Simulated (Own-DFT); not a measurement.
## Calculated data, Al32O47 (corundum with one vacancy, atoms displaced)

A calculation, not a measurement: plane-wave PBE density functional theory by an unreviewed code, no spin, of a simulated periodic cell, stress positive in tension, free energy of the whole cell less one offset for each atom, defect cell not probed for a lower state with spin; oxygen file: force components 24 meV/angstrom off all-electron in one glass; forces on such cells passed a denser k mesh, this cell's mesh not checked; offsets are fitted by least squares, one for each functional and potential file, so energies compare only between cells with the same atoms and settings and are not formation energies; the far tail of each file's local potential was reset to the Coulomb form; each entry is a single point on an unrelaxed cell, so the pressure reflects the starting lattice, mostly measured values, from which strain is counted, and rises with the displacements; printed positions are rounded, which can move forces by about a meV/angstrom; the program is a retired in-house code; no spin-orbit coupling; before rounding, a Quantum ESPRESSO 7.3.1 run of the same cell and cutoff gave forces within 1 meV/angstrom rms on each cell, which checks the program and not the settings. Program: Own-DFT development build.

Common to all runs: functional PBE; potential files PseudoDojo norm-conserving, scalar-relativistic, standard set; wave cutoff 72 hartree; occupations Fermi-Dirac; smearing width 0.1 eV; k mesh 3 x 3 x 3 centred on Gamma.

(1) Al32O47 (corundum with one vacancy, atoms displaced)

```
Al32O47
1.0
      5.4940     0.0000     8.6604
     -2.7470     4.7579     8.6604
     -2.7470    -4.7579     8.6604
Al O Al O Al O Al O Al O Al O Al O Al O
4 6 4 6 4 6 4 6 4 6 4 5 4 6 4 6
Direct
  0.16974 0.17734 0.17740
  0.31951 0.32231 0.33440
  0.42927 0.42616 0.42714
  0.07723 0.07273 0.06281
  0.28394 0.47926 0.11213
  0.48534 0.12912 0.26814
  0.13515 0.26353 0.46680
  0.21575 0.02792 0.37747
  0.02715 0.38159 0.21862
  0.38400 0.22059 0.02262
  0.16475 0.18995 0.67384
  0.32274 0.33192 0.82138
  0.43797 0.41958 0.91989
  0.07342 0.07433 0.57451
  0.27149 0.47115 0.63780
  0.47620 0.12179 0.77462
  0.13161 0.28371 0.96742
  0.22622 0.01997 0.87793
  0.02319 0.37629 0.72466
  0.38606 0.21808 0.52349
  0.17894 0.67215 0.18591
  0.32380 0.82014 0.32469
  0.42221 0.92366 0.42232
  0.06671 0.56823 0.08142
  0.27230 0.98032 0.12160
  0.47749 0.61437 0.27649
  0.11738 0.76774 0.48814
  0.23059 0.53023 0.36347
  0.03020 0.87538 0.21601
  0.38506 0.70928 0.03142
  0.16808 0.68074 0.67427
  0.32232 0.82088 0.82601
  0.42453 0.92496 0.92668
  0.06974 0.57354 0.58327
  0.29152 0.95797 0.62217
  0.46650 0.62629 0.78010
  0.14780 0.77138 0.96136
  0.21171 0.52298 0.88452
  0.02971 0.88179 0.71140
  0.37717 0.72651 0.52940
  0.66685 0.16911 0.17617
  0.83260 0.32202 0.31170
  0.92899 0.42922 0.42308
  0.57771 0.08565 0.05692
  0.79448 0.47460 0.11444
  0.96864 0.11870 0.28251
  0.62583 0.27020 0.48342
  0.71915 0.04028 0.36293
  0.53366 0.37953 0.21750
  0.88288 0.21490 0.02492
  0.68424 0.16582 0.67546
  0.82770 0.31027 0.83520
  0.92698 0.42529 0.93452
  0.58135 0.06448 0.56786
  0.77061 0.46466 0.63700
  0.97411 0.12593 0.77406
  0.73108 0.01924 0.87056
  0.53237 0.37057 0.72232
  0.87271 0.21600 0.53023
  0.67009 0.66896 0.18377
  0.83570 0.80742 0.33019
  0.91893 0.92654 0.43720
  0.57563 0.57039 0.07052
  0.77843 0.96952 0.12175
  0.97530 0.62968 0.26744
  0.63253 0.78018 0.46799
  0.72481 0.52220 0.37390
  0.54847 0.87272 0.20947
  0.88451 0.71517 0.02493
  0.67490 0.67943 0.67627
  0.81753 0.81462 0.83999
  0.92427 0.92435 0.92553
  0.58135 0.56698 0.56984
  0.77956 0.96327 0.62358
  0.97113 0.62546 0.77464
  0.61744 0.77052 0.98179
  0.72941 0.51282 0.87873
  0.52618 0.87704 0.71783
  0.87692 0.72309 0.53305
```

```
free energy of cell above offsets : -52.200 eV
pressure                          : 9.09 GPa
stress xx                         : -10.09 GPa
stress yy                         : -8.6 GPa
stress zz                         : -8.56 GPa
stress yz                         : -0.28 GPa
stress xz                         : 0.25 GPa
stress xy                         : -0.47 GPa
```

Force:
```csv
element,x (eV/Å),y (eV/Å),z (eV/Å)
Al,1.243,0.301,0.221
Al,2.578,1.963,-0.403
Al,0.698,-1.516,-0.473
Al,-0.575,-1.317,0.77
O,-0.494,-2.566,0.325
O,-2.731,-1.289,-2.506
O,-1.589,0.942,0.909
O,1.241,0.502,-0.368
O,0.202,-2.546,-0.961
O,-1.307,-0.355,-0.871
Al,2.596,-1.996,0.102
Al,1.148,-1.411,0.494
Al,-1.085,0.056,1.039
Al,0.283,-0.484,-0.245
O,1.33,2.078,-1.637
O,-0.562,-0.569,0.35
O,-1.04,-1.188,-1.233
O,-0.078,1.523,-0.397
O,0.935,0.648,0.135
O,-2.264,0.404,-0.914
Al,1.72,3.307,-2.044
Al,-0.303,0.386,-0.221
Al,1.127,0.459,1.786
Al,2.769,2.479,1.866
O,0.7,-1.411,0.339
O,-1.314,0.591,1.852
O,1.587,2.564,0.154
O,-1.586,-3.23,1.343
O,-0.23,-1.077,0.288
O,-1.4,1.426,0.115
Al,0.21,-1.317,1.927
Al,1.816,1.102,0.727
Al,0.198,0.451,-0.148
Al,0.678,0.018,-0.397
O,-1.677,1.329,0.233
O,1.688,0.103,-0.028
O,-4.657,-0.953,-2.231
O,0.859,1.299,-0.104
O,-0.368,-1.423,-0.187
O,0.571,-0.134,-2.015
Al,1.591,1.443,2.365
Al,-1.655,-1.804,0.366
Al,-0.541,-1.173,-0.744
Al,0.66,-1.607,0.607
O,-1.955,-1.174,0.251
O,0.423,1.178,0.772
O,0.501,1.94,-0.372
O,0.98,-2.148,0.727
O,0.487,-1.256,-0.742
O,-0.672,0.015,0.172
Al,-1.084,0.562,-0.882
Al,-1.98,0.67,-0.513
Al,1.607,1.004,-1.623
Al,-1.038,0.474,0.911
O,1.633,1.335,-0.011
O,0.501,-0.297,-0.064
O,-0.694,0.085,0.018
O,-0.075,0.304,-0.206
O,1.145,0.982,1.124
Al,0.801,0.908,0.657
Al,-1.785,2.732,0.41
Al,1.844,1.343,-1.179
Al,0.603,-0.109,-0.327
O,0.701,-0.023,0.308
O,0.168,-1.92,0.008
O,0.078,-0.737,-0.726
O,-0.06,0.178,0.34
O,-2.167,-0.622,-0.76
O,-1.495,0.458,-0.656
Al,-0.267,-1.146,-0.956
Al,0.831,1.156,-0.653
Al,1.571,-0.463,0.951
Al,-1.258,-0.304,0.985
O,-1.467,-1.269,1.293
O,-1.303,-0.982,0.372
O,0.986,0.767,0.73
O,-0.992,1.076,0.604
O,0.397,-0.913,0.331
O,0.061,0.188,-1.48
```

(2) Al32O47 (corundum with one vacancy, atoms displaced)

```
Al32O47
1.0
      5.4940     0.0000     8.6604
     -2.7470     4.7579     8.6604
     -2.7470    -4.7579     8.6604
Al O Al O Al O Al O Al O Al O Al O Al O
4 6 4 5 4 6 4 6 4 6 4 6 4 6 4 6
Direct
  0.16566 0.18463 0.18568
  0.32173 0.31732 0.32392
  0.42362 0.41706 0.42402
  0.07329 0.08651 0.06208
  0.27052 0.48016 0.12626
  0.46822 0.12958 0.27639
  0.12748 0.27213 0.47369
  0.22770 0.02749 0.37018
  0.03132 0.37606 0.22299
  0.37673 0.21576 0.03347
  0.16366 0.18193 0.68005
  0.32926 0.32186 0.82822
  0.41800 0.42473 0.92493
  0.07490 0.07119 0.57174
  0.27478 0.47356 0.62777
  0.12015 0.27277 0.97838
  0.22314 0.01537 0.87744
  0.02209 0.37913 0.72268
  0.37475 0.22344 0.53345
  0.17395 0.66785 0.18037
  0.31853 0.83070 0.32245
  0.42689 0.91940 0.42643
  0.07661 0.56529 0.08196
  0.28165 0.96810 0.12504
  0.47446 0.62092 0.27398
  0.12421 0.78123 0.46995
  0.23173 0.50736 0.37921
  0.03434 0.87521 0.21756
  0.37490 0.71957 0.03063
  0.17043 0.67468 0.68199
  0.33433 0.81343 0.81642
  0.41228 0.93269 0.93628
  0.06562 0.57080 0.57610
  0.28506 0.95642 0.62772
  0.46383 0.64132 0.77783
  0.12364 0.78256 0.96985
  0.22057 0.53086 0.88196
  0.02424 0.87308 0.71959
  0.37198 0.73627 0.52302
  0.66545 0.18401 0.17886
  0.81800 0.32916 0.32109
  0.92323 0.43371 0.42946
  0.57485 0.07417 0.08081
  0.78385 0.46693 0.12327
  0.98692 0.11984 0.27898
  0.62788 0.27856 0.47152
  0.72304 0.02782 0.37432
  0.52866 0.37300 0.22563
  0.87514 0.21287 0.03434
  0.67831 0.17255 0.67336
  0.83476 0.31907 0.82068
  0.92941 0.42676 0.92856
  0.57857 0.07637 0.58063
  0.77001 0.47393 0.63745
  0.98026 0.12400 0.77729
  0.63345 0.26820 0.97796
  0.73288 0.02452 0.86296
  0.53457 0.37949 0.72362
  0.87793 0.22212 0.52726
  0.67397 0.67381 0.18506
  0.82880 0.82246 0.32728
  0.92273 0.94034 0.41709
  0.56782 0.57437 0.07245
  0.77770 0.96671 0.12689
  0.97495 0.62338 0.27064
  0.61972 0.77871 0.46429
  0.73649 0.51401 0.37600
  0.53190 0.87627 0.21192
  0.87614 0.72492 0.03192
  0.67049 0.67224 0.67819
  0.82508 0.83223 0.81506
  0.92978 0.92086 0.92664
  0.57503 0.56989 0.56546
  0.77010 0.97585 0.63986
  0.96817 0.62607 0.77241
  0.63273 0.77320 0.96787
  0.71511 0.52837 0.88136
  0.53077 0.87776 0.71235
  0.87688 0.72923 0.51969
```

```
free energy of cell above offsets : -52.646 eV
pressure                          : 9.51 GPa
stress xx                         : -10.8 GPa
stress yy                         : -8.67 GPa
stress zz                         : -9.06 GPa
stress yz                         : -0.18 GPa
stress xz                         : 1.23 GPa
stress xy                         : 1.32 GPa
```

Force:
```csv
element,x (eV/Å),y (eV/Å),z (eV/Å)
Al,2.137,-0.419,-0.837
Al,-0.38,0.226,0.887
Al,-0.608,0.338,1.817
Al,1.116,-2.734,-0.727
O,2,-1.065,-0.636
O,0.336,-0.93,-0.303
O,-0.698,0.308,-0.083
O,-0.812,0.095,0.444
O,-0.324,-0.305,-0.253
O,-0.608,1.077,0.088
Al,3.08,-1.035,0.651
Al,0.705,-0.198,-2.125
Al,0.833,0.087,2.896
Al,0.397,-0.516,0.358
O,0.336,-0.296,0.449
O,0.764,1.384,1.278
O,-0.881,1.517,1.092
O,0.316,-0.66,-0.165
O,0.195,-1.064,-0.646
Al,0.186,1.887,1.553
Al,0.844,-0.577,-0.64
Al,-0.679,1.035,0.804
Al,-1.289,2.256,0.029
O,-1.431,0.286,0.571
O,-0.587,-0.611,0.976
O,-0.317,-0.23,-0.369
O,-2.473,1.41,-0.142
O,-0.531,-0.335,-0.117
O,-0.395,-0.043,-0.411
Al,0.813,0.845,-0.662
Al,-5.309,1.665,3.211
Al,2.967,0.455,-0.955
Al,0.8,1.426,1.664
O,-1.285,2.013,-0.31
O,4.818,-3.653,-3.767
O,0.693,-0.657,-0.122
O,0.825,0.263,-1.556
O,0.634,0.333,0.893
O,0.787,-2.32,-1.915
Al,1.985,-0.759,0.01
Al,1.433,-0.784,0.532
Al,0.752,-1.225,-0.673
Al,1.657,0.29,-0.902
O,-0.522,-0.31,0.506
O,-2.093,0.596,-0.431
O,-0.352,-0.199,-0.344
O,-0.578,0.215,0.824
O,0.077,0.24,-0.432
O,-0.374,1.273,0.253
Al,-0.8,0.123,1.737
Al,-2.439,-1.115,0.062
Al,-1.205,0.615,-0.886
Al,-0.793,-0.833,-2.216
O,1.459,1.169,-1.033
O,-0.451,-0.212,-1.147
O,-1.051,1.461,-0.939
O,-2.041,-0.393,1.708
O,-0.302,-0.6,-1.158
O,-0.162,-0.076,-0.06
Al,1.068,1.905,-1.2
Al,-0.331,1.379,-1
Al,1.195,-1.545,-0.27
Al,0.166,0.504,1.377
O,-0.264,-0.123,0.525
O,-1.4,-0.983,1.416
O,2.025,-0.929,1.251
O,-1.972,1.03,-0.129
O,-0.861,-0.674,0.412
O,0.409,-0.789,-1.031
Al,-0.476,0.474,1.277
Al,-0.6,-3.428,0.265
Al,-0.557,-0.158,0.177
Al,-1.107,0.852,1.405
O,1.512,3.069,-3.018
O,-0.021,-0.263,0.829
O,-0.92,0.162,-0.063
O,1.352,0.149,-0.534
O,0.03,-0.143,0.675
O,-0.423,-1.225,-0.699
```
